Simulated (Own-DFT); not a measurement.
# Computed records: Hf36O71 (tetragonal hafnia with one neutral oxygen vacancy, atoms displaced)

A calculation, not a measurement: plane-wave PBE and HSE06 DFT by an unreviewed code, no spin, of a simulated cell at Gamma alone, so results move with cell size and shape, stress positive in tension, energies less offsets, not probed for a lower state with spin; hafnium file: forces about 75 meV/angstrom off all-electron values; oxygen file: force components 24 meV/angstrom off all-electron in a glass; k mesh not checked against a denser one; forces and stress are PBE's, HSE06 gives the energy alone, and its difference from PBE has offsets of its own; offsets are fitted by least squares, one for each functional and potential file, so energies compare only between cells with the same atoms and settings and are not formation energies; the far tail of each file's local potential was reset to the Coulomb form; each entry is a single point on an unrelaxed cell, so the pressure reflects the starting lattice, taken from the Materials Project, from which strain is counted, and rises with the displacements; printed positions are rounded, which can move forces by about a meV/angstrom; the program is a retired in-house code; no spin-orbit coupling. Program: Own-DFT development build.

Common to all runs: first functional PBE; second functional HSE06; exact exchange share 0.25; screening 0.11 1/bohr; exchange divergence Gygi-Baldereschi; potential files PseudoDojo norm-conserving, scalar-relativistic, made for PBE, standard set; wave cutoff 48 hartree; occupations fixed; k mesh 1 x 1 x 1 centred on Gamma.

(1) Hf36O71 (tetragonal hafnia with one neutral oxygen vacancy, atoms displaced)

```
CELL_PARAMETERS angstrom
10.78000 0.00000 0.00000
0.00000 10.78000 0.00000
0.00000 0.00000 10.44930
ATOMIC_POSITIONS crystal
Hf 0.99578 0.00857 0.99729
Hf 0.15959 0.16569 0.25219
O 0.00279 0.16481 0.15554
O 0.16502 0.99689 0.34488
O 0.00071 0.17240 0.40726
O 0.16499 0.00330 0.08973
Hf 0.00384 0.00089 0.50393
Hf 0.16979 0.16874 0.76161
O 0.99571 0.16925 0.64678
O 0.17245 0.99495 0.84711
O 0.99822 0.16228 0.90053
O 0.17277 0.01112 0.60378
Hf 0.00197 0.33434 0.00414
Hf 0.16476 0.49658 0.25034
O 0.00040 0.49405 0.15379
O 0.16867 0.34035 0.34833
O 0.00319 0.49725 0.40162
O 0.17153 0.33198 0.10290
Hf 0.00238 0.33489 0.50464
Hf 0.16567 0.49243 0.74947
O 0.00367 0.50604 0.64866
O 0.17183 0.33253 0.84863
O 0.16422 0.33396 0.59860
Hf 0.99405 0.66354 0.99360
Hf 0.15824 0.83186 0.24721
O 0.99642 0.83479 0.15297
O 0.16417 0.67320 0.34926
O 0.99576 0.83411 0.39656
O 0.17141 0.66431 0.09194
Hf 0.99425 0.66374 0.49433
Hf 0.16805 0.83720 0.75523
O 0.99748 0.83592 0.65921
O 0.16103 0.66932 0.84700
O 0.99263 0.83560 0.90196
O 0.17160 0.66650 0.60530
Hf 0.33340 0.00057 0.99477
Hf 0.49801 0.16027 0.25019
O 0.32759 0.15975 0.14914
O 0.50118 0.99880 0.34458
O 0.33508 0.17224 0.40208
O 0.49603 0.00282 0.09781
Hf 0.32840 0.99489 0.49110
Hf 0.50020 0.16601 0.76266
O 0.33252 0.16756 0.66147
O 0.49540 0.00006 0.85073
O 0.32981 0.17651 0.89985
O 0.49905 0.00653 0.60238
Hf 0.32925 0.33650 0.00093
Hf 0.50252 0.50575 0.25169
O 0.33800 0.49482 0.15634
O 0.49456 0.32922 0.35155
O 0.33789 0.50186 0.39886
O 0.50094 0.33917 0.08959
Hf 0.32877 0.34052 0.49428
Hf 0.50159 0.49929 0.74263
O 0.32916 0.49805 0.65272
O 0.49427 0.33789 0.84439
O 0.33051 0.49908 0.89580
O 0.49609 0.33959 0.59721
Hf 0.32578 0.66968 0.00199
Hf 0.49626 0.82782 0.24885
O 0.33096 0.83290 0.14280
O 0.50367 0.66360 0.34642
O 0.33238 0.83748 0.39341
O 0.49855 0.65757 0.09758
Hf 0.33647 0.66250 0.50099
Hf 0.51147 0.83197 0.75449
O 0.34014 0.83065 0.65289
O 0.50655 0.66834 0.84743
O 0.33375 0.83931 0.90783
O 0.50655 0.66425 0.59939
Hf 0.67077 0.00176 0.99946
Hf 0.84268 0.16085 0.25213
O 0.66715 0.16910 0.14887
O 0.83221 0.99446 0.34314
O 0.66728 0.16986 0.40274
O 0.83318 0.99098 0.10572
Hf 0.66209 0.00068 0.50626
Hf 0.83596 0.17404 0.75588
O 0.66563 0.16818 0.65605
O 0.83288 0.99465 0.85639
O 0.67180 0.17077 0.89748
O 0.83458 0.99873 0.58852
Hf 0.66923 0.34070 0.00489
Hf 0.82922 0.50320 0.24156
O 0.66032 0.50409 0.15548
O 0.83022 0.33357 0.35051
O 0.66616 0.50056 0.40163
O 0.83588 0.33391 0.10007
Hf 0.68027 0.32023 0.49724
Hf 0.83023 0.50637 0.75192
O 0.67481 0.49371 0.65321
O 0.83500 0.33533 0.83761
O 0.66968 0.50043 0.90770
O 0.83079 0.33878 0.60096
Hf 0.66973 0.66978 0.00403
Hf 0.83468 0.83524 0.24038
O 0.66139 0.83408 0.15404
O 0.83419 0.66855 0.35712
O 0.67282 0.84169 0.40640
O 0.83340 0.66800 0.10157
Hf 0.67171 0.65822 0.49672
Hf 0.83002 0.83750 0.74933
O 0.66571 0.82780 0.65164
O 0.83723 0.67276 0.84748
O 0.66530 0.83365 0.90552
O 0.84123 0.67102 0.60171
```

* PBE energy of cell above offsets: -97.191 eV
* HSE06 less PBE above offsets: 0.059 eV
* PBE pressure: 1.85 GPa
* PBE stress xx: -0.9 GPa
* PBE stress yy: -2.31 GPa
* PBE stress zz: -2.33 GPa
* PBE stress yz: -0.5 GPa
* PBE stress xz: 0.23 GPa
* PBE stress xy: -0.04 GPa

Force:
```csv
element,x (eV/Å),y (eV/Å),z (eV/Å)
Hf,0.658,-3.25,0.752
Hf,3.088,0.112,0.259
O,-0.923,0.04,-1.102
O,-0.186,0.665,0.424
O,0.117,-1.027,-1.197
O,-0.879,-0.107,0.424
Hf,-0.229,-0.542,0.211
Hf,1.104,-1.343,-2.818
O,0.441,-0.067,1.218
O,-0.535,1.915,0.737
O,0.032,2.012,-0.076
O,-1.049,-0.933,-1.044
Hf,0.186,1.001,-0.297
Hf,1.152,1.325,0.047
O,-0.248,0.303,-0.956
O,-0.25,-1.417,0.19
O,-0.152,0.43,-0.334
O,-2.022,0.129,-0.226
Hf,-0.797,0.335,0.408
Hf,0.807,2.235,-0.527
O,-1.016,-0.595,1.076
O,-1.649,0.492,1.192
O,0.106,0.095,0.397
Hf,1.539,0.808,-0.573
Hf,1.125,0.019,-0.088
O,1.016,-0.53,-0.934
O,0.13,-1.281,-0.499
O,0.49,0.247,0.765
O,-2.825,-0.21,1.142
Hf,1.71,0.643,0.723
Hf,0.422,-1.808,-1.712
O,0.866,0.699,-0.672
O,-0.438,-0.81,0.638
O,0.558,-0.004,0.935
O,-0.339,0.216,-1.607
Hf,0.066,0.97,1.278
Hf,-0.495,1.271,-0.367
O,0.311,0.496,0.82
O,-0.113,-0.363,0.476
O,-0.801,-1.482,0.077
O,1.116,-0.064,-0.366
Hf,1.249,1.561,1.776
Hf,-0.792,1.024,-2.415
O,-0.055,0.358,0.193
O,0.611,-0.076,0.503
O,0.006,-1.513,0.546
O,-0.158,-0.415,-0.656
Hf,1.989,0.819,-0.108
Hf,-1.473,-2.556,0.33
O,-1.422,0.268,-0.253
O,0.392,0.558,-1.375
O,-0.514,0.845,0.153
O,0.138,-0.474,0.303
Hf,2.21,-1.328,1.17
Hf,-0.639,-0.584,0.083
O,0.579,0.341,-0.65
O,0.772,-0.154,0.387
O,-0.264,0.799,0.835
O,0.71,0.226,-0.457
Hf,2.038,-0.296,-1.414
Hf,-0.506,1.086,-0.197
O,0.029,-0.227,1.175
O,0.005,1.544,0.794
O,0.357,-1.487,0.269
O,0.175,0.782,-0.048
Hf,-0.897,1.167,1.261
Hf,-2.256,-0.008,-0.566
O,-0.316,0.207,0.071
O,0.043,-0.43,0.046
O,-0.187,-2.001,-1.087
O,-0.519,-0.562,-0.673
Hf,-1.194,0.819,0.715
Hf,-2.613,0.234,0.96
O,0.775,-0.346,0.464
O,0.65,1.743,-0.032
O,0.192,-2.527,-0.791
O,0.07,1.056,-1.082
Hf,-0.123,0.057,-0.688
Hf,-0.907,-1.465,-1.742
O,0.843,0.091,-0.169
O,-0.432,1.631,-0.473
O,-0.061,-0.172,1.02
O,-0.271,-0.078,1.06
Hf,-1.475,-1.522,-0.348
Hf,0.123,-0.528,2.275
O,2.331,-0.255,-0.911
O,0.24,0.066,-0.84
O,0.284,-0.884,-0.291
O,0.342,0.25,-0.41
Hf,-2.96,2.431,0.838
Hf,0.924,-0.196,-0.816
O,-0.976,1.139,0.057
O,0.855,1.041,1.927
O,0.626,0.755,-0.428
O,1.896,-0.512,-0.019
Hf,-2.161,-0.291,-0.565
Hf,-0.966,0.077,2.619
O,0.396,-0.506,-0.561
O,-0.082,-0.896,-1.455
O,-0.713,-1.822,-0.056
O,0.213,-0.549,0.041
Hf,0.248,1.707,0.489
Hf,1.26,-0.108,-0.547
O,0.692,0.646,0.202
O,-0.009,-0.958,0.878
O,0.18,0.268,-0.158
O,-1.602,-0.492,0.048
```

(2) Hf36O71 (tetragonal hafnia with one neutral oxygen vacancy, atoms displaced)

```
CELL_PARAMETERS angstrom
10.78000 0.00000 0.00000
0.00000 10.78000 0.00000
0.00000 0.00000 10.44930
ATOMIC_POSITIONS crystal
Hf 0.01221 0.00187 0.99037
Hf 0.17694 0.17166 0.25108
O 0.99795 0.17137 0.15201
O 0.16673 0.01907 0.35307
O 0.00544 0.15997 0.41365
O 0.17811 0.98976 0.10391
Hf 0.99873 0.00444 0.50926
Hf 0.17500 0.15315 0.74036
O 0.18274 0.00166 0.86212
O 0.01034 0.15174 0.89795
O 0.17246 0.00865 0.60400
Hf 0.00067 0.33900 0.98635
Hf 0.16388 0.50455 0.25383
O 0.00296 0.49547 0.15466
O 0.14911 0.33699 0.34933
O 0.00378 0.50707 0.39186
O 0.14348 0.32980 0.09775
Hf 0.00159 0.34027 0.51629
Hf 0.17529 0.49239 0.75856
O 0.00492 0.49913 0.64348
O 0.17614 0.33839 0.84023
O 0.00538 0.49677 0.90867
O 0.18036 0.33876 0.60789
Hf 0.99727 0.66637 0.00701
Hf 0.15523 0.83014 0.24394
O 0.99452 0.82929 0.15426
O 0.16812 0.66554 0.35645
O 0.00405 0.83671 0.41944
O 0.17751 0.67295 0.08807
Hf 0.99521 0.66123 0.49856
Hf 0.17386 0.84281 0.74574
O 0.99570 0.82329 0.65532
O 0.16938 0.67659 0.85465
O 0.98574 0.83844 0.90356
O 0.17427 0.66129 0.60330
Hf 0.33940 0.99531 0.00180
Hf 0.48940 0.15865 0.23228
O 0.33589 0.15833 0.14168
O 0.49675 0.00557 0.34407
O 0.33916 0.17038 0.39686
O 0.50268 0.99700 0.08484
Hf 0.33696 0.99686 0.49870
Hf 0.50319 0.16061 0.75122
O 0.32568 0.16676 0.64180
O 0.50097 0.98858 0.85344
O 0.33509 0.15432 0.88706
O 0.51114 0.00890 0.60081
Hf 0.31923 0.34968 0.00751
Hf 0.50199 0.50404 0.24535
O 0.32953 0.48121 0.15115
O 0.49864 0.32955 0.33640
O 0.32515 0.50045 0.41758
O 0.51064 0.32320 0.09651
Hf 0.33240 0.32687 0.49106
Hf 0.49411 0.48311 0.74908
O 0.32003 0.49050 0.65365
O 0.50083 0.31907 0.84493
O 0.34404 0.50436 0.88412
O 0.50279 0.33687 0.59585
Hf 0.35337 0.67302 0.99492
Hf 0.49505 0.84533 0.24400
O 0.32519 0.84301 0.15083
O 0.49976 0.67014 0.35228
O 0.33114 0.81935 0.40385
O 0.50551 0.66070 0.10758
Hf 0.34456 0.67446 0.49392
Hf 0.50173 0.83135 0.75232
O 0.33710 0.83461 0.65172
O 0.50473 0.65819 0.83631
O 0.33331 0.83017 0.90195
O 0.49850 0.66367 0.60906
Hf 0.67617 0.00255 0.99566
Hf 0.82573 0.16238 0.24605
O 0.66813 0.15519 0.16095
O 0.82942 0.00427 0.33429
O 0.65940 0.16338 0.40869
O 0.83617 0.00281 0.09760
Hf 0.66237 0.00469 0.50518
Hf 0.83224 0.16991 0.75323
O 0.66514 0.15381 0.65734
O 0.81797 0.00165 0.84792
O 0.65346 0.15836 0.90442
O 0.82814 0.00532 0.58885
Hf 0.66908 0.31440 0.99244
Hf 0.82769 0.50396 0.26316
O 0.66140 0.49900 0.14555
O 0.82966 0.33592 0.33594
O 0.67766 0.50136 0.41627
O 0.82593 0.32934 0.08508
Hf 0.66637 0.33381 0.50383
Hf 0.83461 0.47437 0.74745
O 0.67267 0.51032 0.65809
O 0.82498 0.34418 0.84914
O 0.67099 0.49567 0.91661
O 0.83772 0.33062 0.59948
Hf 0.66455 0.68778 0.01443
Hf 0.83591 0.82304 0.24886
O 0.66052 0.83074 0.15334
O 0.82469 0.66768 0.33796
O 0.66883 0.83004 0.40280
O 0.83374 0.67777 0.09110
Hf 0.67313 0.66888 0.49840
Hf 0.83385 0.84225 0.75351
O 0.67121 0.83327 0.65562
O 0.84499 0.65032 0.85633
O 0.67653 0.82715 0.91163
O 0.84144 0.66394 0.60220
```

- PBE energy of cell above offsets: -85.940 eV
- HSE06 less PBE above offsets: 0.806 eV
- PBE pressure: 5.71 GPa
- PBE stress xx: -4.15 GPa
- PBE stress yy: -7.09 GPa
- PBE stress zz: -5.9 GPa
- PBE stress yz: 2.52 GPa
- PBE stress xz: 0.42 GPa
- PBE stress xy: -0.36 GPa

Force:
```csv
element,x (eV/Å),y (eV/Å),z (eV/Å)
Hf,-0.172,-1.277,3.713
Hf,-3.446,-0.012,-0.331
O,0.707,-1.108,0.586
O,1.023,-3.195,0.204
O,-0.845,1.968,1.192
O,-2.58,0.627,-0.265
Hf,-0.031,-0.23,-1.142
Hf,-0.453,1.965,2.013
O,-1.552,-1.43,-1.578
O,-1.16,3.509,-2.099
O,-0.848,-0.979,0.081
Hf,-1.92,-2.357,2.637
Hf,-0.855,0.085,0.816
O,-1.348,1.396,-0.321
O,1.543,-0.62,0.034
O,-1.328,-0.884,0.837
O,4.602,0.142,-0.198
Hf,3.078,-0.251,-2.406
Hf,-1.349,5.249,-2.556
O,-0.461,-1.261,0.594
O,-0.226,-3.833,3.154
O,0.555,0.923,-1.092
O,-2.999,-1.748,-1.454
Hf,0.569,-0.246,-3.039
Hf,1.497,0.529,1.24
O,1.191,-0.274,-0.112
O,-0.454,0.71,-2.083
O,-0.202,-0.311,-2.229
O,-0.146,-0.324,1.786
Hf,2.937,0.933,2.64
Hf,-1.555,-3.836,0.843
O,1.22,1.794,0.792
O,-0.282,-0.282,-0.918
O,0.425,0.363,0.242
O,-0.701,1.279,-0.997
Hf,-1.584,0.85,-1.711
Hf,3.097,2.822,1.881
O,-2.076,0.941,-0.854
O,-0.674,-1.653,0.473
O,-0.296,-1.514,-1.019
O,0.916,-0.206,2.261
Hf,-0.146,0.53,-0.455
Hf,-2.335,-0.918,0.641
O,3.052,-0.426,-0.739
O,0.409,0.714,-1.018
O,0.167,1.478,0.917
O,-3.833,-0.887,0.158
Hf,1.358,-1.971,-1.506
Hf,0.863,-1.368,0.499
O,0.458,0.336,-0.229
O,0.069,0.96,0.48
O,0.548,-0.452,-2.067
O,-2.366,-0.03,-0.601
Hf,0.245,2.462,1.696
Hf,0.717,1.784,-0.706
O,4.008,-0.051,-0.021
O,-0.054,1.163,-0.072
O,-0.587,-0.701,3.227
O,-0.179,-0.346,-0.046
Hf,-2.834,-0.647,-1.379
Hf,0.009,-1.53,1.2
O,2.483,-1.024,0.645
O,0.275,-0.522,-0.879
O,0.042,6.218,-2.161
O,-2.35,0.74,-0.029
Hf,-1.384,-4.769,3.937
Hf,0.58,-1.933,-0.714
O,0.413,1.367,-0.584
O,-0.301,1.787,2.254
O,1.183,0.163,-0.244
O,0.724,0.319,-1.863
Hf,0.401,-1.574,1.63
Hf,2.956,0.918,-0.006
O,-1.944,-0.294,-1.903
O,0.22,-2.181,1.314
O,0.527,1.385,0.356
O,0.32,-0.445,-1.392
Hf,1.921,-1.007,-2.273
Hf,0.568,-1.358,-1.01
O,1.696,1.647,0.384
O,0.407,1.732,-0.561
O,0.612,-0.35,-1.854
O,1.392,0.283,1.57
Hf,-1.239,5.523,1.953
Hf,0.186,-2.903,-3.57
O,0.904,0.6,3.083
O,-0.096,-0.677,1.68
O,-0.344,-0.555,-1.419
O,1.639,-0.367,0.197
Hf,-0.356,-0.615,-1.467
Hf,-0.251,10.49,-2.239
O,-0.722,-1.668,-0.111
O,0.594,-8.17,2.432
O,-1.028,-0.546,-0.859
O,-1.52,-1.076,0.623
Hf,1.814,-6.406,-1.588
Hf,-1.702,3.936,-0.181
O,0.52,0.429,0.456
O,0.448,0.119,2.437
O,-0.246,1.307,0.02
O,-0.407,0.12,2.329
Hf,-0.846,0.447,2.886
Hf,1.106,-4.034,0.059
O,-0.788,0.134,0.129
O,0.038,1.219,-1.124
O,-0.236,2.938,-2.31
O,-1.591,0.29,-1.631
```

(3) Hf36O71 (tetragonal hafnia with one neutral oxygen vacancy, atoms displaced)

```
CELL_PARAMETERS angstrom
10.78000 0.00000 0.00000
0.00000 10.78000 0.00000
0.00000 0.00000 10.44930
ATOMIC_POSITIONS crystal
Hf 0.99863 0.99479 0.99357
Hf 0.15911 0.16025 0.24667
O 0.99398 0.16109 0.15905
O 0.17523 0.99736 0.34939
O 0.00149 0.17242 0.40256
O 0.17340 0.99518 0.09306
Hf 0.99913 0.99613 0.49904
Hf 0.16675 0.17182 0.74349
O 0.00123 0.16915 0.64607
O 0.16857 0.00080 0.84429
O 0.99446 0.16609 0.89777
O 0.16957 0.00188 0.59253
Hf 0.00084 0.33872 0.00310
Hf 0.16623 0.50454 0.25073
O 0.99458 0.50145 0.15279
O 0.16141 0.33006 0.34766
O 0.99884 0.50855 0.40641
O 0.16554 0.32774 0.09830
Hf 0.00350 0.34245 0.49347
Hf 0.17120 0.50307 0.74521
O 0.98785 0.49957 0.65652
O 0.17003 0.34012 0.84098
O 0.99265 0.49617 0.90739
O 0.15850 0.33545 0.59197
Hf 0.00307 0.66405 0.00693
Hf 0.17366 0.83671 0.24649
O 0.00169 0.83113 0.14938
O 0.15428 0.67023 0.34291
O 0.99185 0.83586 0.40292
O 0.17011 0.67038 0.08914
Hf 0.99853 0.66457 0.50242
Hf 0.17214 0.82946 0.75267
O 0.98727 0.82733 0.65006
O 0.17252 0.67296 0.84116
O 0.00271 0.82512 0.90861
O 0.16796 0.66461 0.60667
Hf 0.33774 0.00865 0.99584
Hf 0.49805 0.16694 0.25138
O 0.33657 0.16041 0.15408
O 0.49725 0.00474 0.34804
O 0.33535 0.16416 0.40040
O 0.50039 0.99808 0.10149
Hf 0.32985 0.99252 0.48917
Hf 0.49256 0.15454 0.74930
O 0.33322 0.17193 0.64711
O 0.49295 0.00455 0.84542
O 0.32755 0.17406 0.90172
O 0.50572 0.99776 0.59613
Hf 0.33879 0.33649 0.00320
Hf 0.50801 0.49559 0.25106
O 0.33351 0.49840 0.15083
O 0.51385 0.33220 0.34543
O 0.32903 0.50551 0.39477
O 0.50919 0.32989 0.09682
Hf 0.32728 0.33543 0.49124
Hf 0.49917 0.49829 0.75599
O 0.32817 0.49784 0.65268
O 0.50498 0.33526 0.84333
O 0.33395 0.50783 0.90334
O 0.49896 0.33965 0.60030
Hf 0.33886 0.66978 0.99804
Hf 0.49725 0.82350 0.25850
O 0.33442 0.83885 0.15087
O 0.50078 0.66919 0.34256
O 0.49520 0.66546 0.09182
Hf 0.33521 0.67051 0.49332
Hf 0.51346 0.82988 0.75190
O 0.32860 0.82491 0.64716
O 0.49820 0.66253 0.84633
O 0.33428 0.83500 0.91324
O 0.50240 0.66885 0.60164
Hf 0.66522 0.99706 0.99706
Hf 0.83603 0.16660 0.25258
O 0.67230 0.17070 0.15331
O 0.83004 0.99661 0.34700
O 0.67219 0.16870 0.40956
O 0.83512 0.00199 0.10011
Hf 0.66564 0.99667 0.49908
Hf 0.82602 0.16724 0.74871
O 0.66883 0.17064 0.65297
O 0.82884 0.00229 0.84238
O 0.66112 0.16301 0.91210
O 0.83358 0.00349 0.59665
Hf 0.66402 0.33560 0.99717
Hf 0.83738 0.50038 0.24878
O 0.66647 0.50607 0.15515
O 0.83565 0.33361 0.34415
O 0.66648 0.49241 0.40415
O 0.83715 0.33091 0.09536
Hf 0.66107 0.33788 0.50921
Hf 0.84090 0.49810 0.74887
O 0.66396 0.51743 0.64647
O 0.83019 0.33518 0.84082
O 0.66463 0.50654 0.90390
O 0.83465 0.33573 0.59374
Hf 0.67204 0.67284 0.00389
Hf 0.82574 0.83869 0.24355
O 0.66983 0.83539 0.15156
O 0.83420 0.66763 0.34237
O 0.67261 0.83845 0.40241
O 0.83223 0.66685 0.09994
Hf 0.67167 0.66821 0.50783
Hf 0.82878 0.82891 0.74621
O 0.67335 0.82703 0.65344
O 0.82967 0.67072 0.84943
O 0.67019 0.83731 0.89726
O 0.84161 0.66312 0.59422
```

- PBE energy of cell above offsets: -96.984 eV
- HSE06 less PBE above offsets: 0.086 eV
- PBE pressure: 2.72 GPa
- PBE stress xx: -1.96 GPa
- PBE stress yy: -2.67 GPa
- PBE stress zz: -3.55 GPa
- PBE stress yz: 1.08 GPa
- PBE stress xz: 0.65 GPa
- PBE stress xy: -0.02 GPa

Force:
```csv
element,x (eV/Å),y (eV/Å),z (eV/Å)
Hf,0.287,0.505,0.284
Hf,0.466,0.769,0.083
O,1.937,-0.17,-1.181
O,0.134,-0.337,-0.266
O,0.333,-1.521,-0.344
O,-1.371,0.652,0.358
Hf,-0.712,0.96,0.561
Hf,-1.394,-0.489,0.304
O,-0.198,-0.202,0.91
O,-0.018,0.167,-0.24
O,0.582,0.411,0.958
O,-0.137,-0.355,-0.081
Hf,-0.472,-1.964,-0.855
Hf,0.476,-0.614,-0.465
O,2.202,0.033,-0.149
O,0.674,1.129,-0.519
O,0.388,-1.272,-1.22
O,0.497,0.14,-0.086
Hf,-2.366,-2.139,0.431
Hf,-0.865,0.409,0.535
O,4.334,0.162,-1.356
O,-0.114,-0.464,0.377
O,0.33,1.338,-0.519
O,2.061,0.46,0.395
Hf,-0.828,0.715,-0.548
Hf,-1.616,-0.28,-0.916
O,-0.022,0.151,0.546
O,1.299,0.16,0.245
O,0.721,-0.425,0.161
O,0.121,-0.708,1.12
Hf,1.013,2.663,-0.34
Hf,-1.239,1.382,-0.879
O,2.455,0.653,0.399
O,-0.32,-2.047,1.157
O,-0.115,1.035,-0.795
O,-0.344,-0.203,-2.054
Hf,-0.418,-0.701,1.117
Hf,1.629,-0.598,-0.409
O,-0.735,0.733,-0.485
O,-0.203,-1.836,0.306
O,-0.076,1.03,0.245
O,0.527,0.262,-1.109
Hf,0.498,0.457,0.868
Hf,1.049,3.335,-1.635
O,0.001,-0.066,0.171
O,0.154,-2.409,0.842
O,0.699,-0.089,-0.27
O,-1.377,-0.335,0.852
Hf,-0.786,0.624,-0.273
Hf,-0.313,-0.034,-0.269
O,0.077,-0.524,0.433
O,-1.476,0.246,0.261
O,0.003,-0.486,0.497
O,-2.068,0.533,0.399
Hf,0.466,-0.683,1.262
Hf,0.372,-0.009,-1.485
O,1.333,-0.184,-0.672
O,-0.293,-1.111,0.991
O,0.046,-1.744,-0.34
O,-1.077,0.201,-0.574
Hf,-0.939,0.044,-0.131
Hf,0.202,3.728,-2.418
O,0.726,-0.774,1.574
O,-0.323,-2.118,1.725
O,1.866,0.444,1.214
Hf,-0.182,0.36,1.868
Hf,-2.238,-0.701,-0.361
O,1.627,0.664,-0.216
O,0.171,2.003,0.069
O,0.257,0.64,-1.575
O,-1.026,0.709,-1.203
Hf,0.768,1.472,2.026
Hf,-1.785,0.079,0.76
O,-0.952,-0.275,0.53
O,0.326,0.964,0.013
O,-0.366,-0.517,0.026
O,-0.446,-0.711,-1.038
Hf,1.49,2.411,-0.686
Hf,2.292,0.24,-0.533
O,-1.953,-0.207,0.711
O,0.155,-1.129,0.598
O,-0.008,0.53,-1.1
O,-0.469,-0.22,-0.147
Hf,1.915,-0.444,-0.277
Hf,-1.715,-0.225,1.076
O,0.388,-0.091,-0.408
O,0.557,0.827,-0.211
O,-0.293,2.375,-0.355
O,-0.593,0.596,-0.301
Hf,1.19,-1.322,-0.69
Hf,-3.408,0.304,1.188
O,0.558,-0.913,1.187
O,-0.536,-0.388,0.644
O,-0.227,-0.43,0.387
O,-0.409,0.365,0.142
Hf,-0.265,-1.261,-0.6
Hf,2.737,-0.417,1.405
O,-2.087,-0.54,-0.863
O,-0.524,-0.129,0.427
O,-0.902,-1.549,-0.173
O,0.394,-0.021,-0.357
Hf,0.42,-1.423,-1.07
Hf,2.495,0.893,1.367
O,-1.505,-0.098,-1.205
O,-0.052,-0.674,-0.086
O,-1.268,-0.579,-0.195
O,-2.274,0.201,0.525
```
